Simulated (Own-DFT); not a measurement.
# Strain and stress in 4H SiC, 72 atoms (C36Si36)

Calculated results; nothing here was measured. They come from Own-DFT, an in-house plane-wave density functional program, since retired, whose code no person has reviewed. Each row is one single-point run on a periodic cell that was not relaxed, without spin or spin-orbit coupling.

Settings of every run: PBE; PseudoDojo norm-conserving scalar-relativistic files; cutoff 42 hartree; 4 x 4 x 3 k mesh centred on Gamma; Fermi-Dirac smearing of 0.1 eV.

Known limits: forces on such cells passed a denser k mesh, each cell not checked; stress not checked against mesh or cutoff.

Unstrained cell vectors in Å: (9.248, 0.000, 0.000); (-4.624, 8.009, 0.000); (0.000, 0.000, 10.068). The unstrained cell has measured lattice constants (interpolated for alloys), not those of this functional. That, the random moves and any unrelaxed bonds set the pressure at no strain. Each run strains this cell uniformly, with the atoms carried along. Every atom was also moved at random, by a Gaussian of width 0.05 Å on each axis. Strain is the symmetric tensor, in per cent. Stress is positive in tension, and the pressure is minus a third of its trace.

```
run,e_xx (%),e_yy (%),e_zz (%),e_yz (%),e_xz (%),e_xy (%),s_xx (GPa),s_yy (GPa),s_zz (GPa),s_yz (GPa),s_xz (GPa),s_xy (GPa),P (GPa),E (meV/atom)
1,-1.27,0.56,1.54,-0.45,-1.36,-0.39,-11.67,-1.77,2.42,-2.59,-5.67,-2.33,3.67,13.5
2,0.44,-0.39,-1.27,1.36,1.03,1.02,-2.91,-7.50,-13.13,4.58,3.89,4.46,7.85,11.5
3,-1.99,-1.72,-1.80,-1.94,1.36,1.30,-20.14,-17.48,-22.17,-7.10,5.53,8.00,19.93,73.7
4,-1.24,1.64,-0.72,-0.29,-0.25,-0.70,-10.34,3.27,-11.97,-0.83,-1.15,-4.33,6.35,20.1
5,-0.22,-1.73,-0.89,-1.00,1.60,1.14,-12.04,-15.30,-10.84,-2.52,4.93,8.64,12.73,44.1
6,-0.49,-0.15,1.54,-1.07,1.81,0.05,-7.25,-4.93,2.80,-3.86,6.76,0.28,3.13,0.0
7,-1.88,0.50,-0.34,1.42,-0.05,1.63,-16.31,-3.98,-8.73,3.69,-1.25,6.26,9.68,43.5
8,-0.95,0.43,-0.39,0.90,0.89,-0.21,-10.69,-3.59,-8.79,2.65,2.84,-1.18,7.69,30.5
9,-0.92,0.63,0.80,-1.51,0.68,0.00,-9.07,-1.92,-2.25,-6.01,2.25,-0.51,4.41,15.0
10,-1.52,-0.55,0.58,1.94,1.86,-1.45,-15.59,-9.29,-4.06,5.51,6.42,-7.73,9.64,55.2
11,-0.12,-1.12,-0.43,-0.99,1.37,-0.31,-7.67,-11.21,-8.76,-2.92,5.77,-1.83,9.21,18.3
12,1.66,-1.15,1.82,1.64,-0.22,-1.57,3.75,-10.13,3.86,6.04,0.13,-7.83,0.84,32.0
13,-1.93,1.70,-1.56,0.17,1.62,1.25,-14.85,0.57,-15.77,-0.60,5.83,6.16,10.02,37.7
14,1.70,-1.55,0.48,-0.40,-0.41,-1.73,3.38,-14.67,-2.24,-0.90,-1.63,-6.90,4.51,31.5
15,1.94,-0.58,0.33,1.68,-0.34,-0.17,5.52,-4.46,-5.33,4.92,-1.20,-0.31,1.42,11.5
16,-1.10,-1.66,-1.77,0.64,1.14,-1.40,-14.42,-18.34,-18.06,2.12,3.78,-7.33,16.94,57.5
17,1.50,-1.10,-0.90,0.02,1.24,-0.88,?,?,?,?,?,?,?,?
```

E is the free energy for each atom above the lowest run shown.

## Worked fit

Each stress component was fitted by least squares to a constant and the strains of the runs shown, as fractions, with shears doubled. Shear strains stay in the fit of a normal stress only where such slopes are resolved. The slopes, in GPa:

```
stress  at no strain  per e_xx  per e_yy  per e_zz  scatter
  s_xx          -5.2  613 ± 21  165 ± 22   34 ± 21     0.85
  s_yy          -5.1   90 ± 30  586 ± 31   68 ± 30     1.20
  s_zz          -6.5   63 ± 33   45 ± 35  598 ± 33     1.33
```

Each shear stress against twice its own strain: yz 160 ± 6, xz 192 ± 10, xy 255 ± 13 GPa. These are stiffnesses along x, y and z of the frame in which the cell vectors are given, which need not be the crystal's axes. The atoms are held to the strained lattice; where symmetry lets them move under strain, relaxing them would lower some slopes. The table should be nearly symmetric about its diagonal, and what it lacks of that shows the noise. A ninth of its sum, 251 ± 5 GPa, estimates the bulk modulus near the mean pressure of these runs, 8.0 GPa, so it lies above the value at zero pressure.

## Withheld run

Question: what normal stresses and pressure should run 17 give?

The fit gives s_xx = 1.9, s_yy = -10.8, s_zz = -11.4 and P = 6.8 GPa. The calculation gave 1.00, -9.08, -10.23 and P = 6.10 GPa.
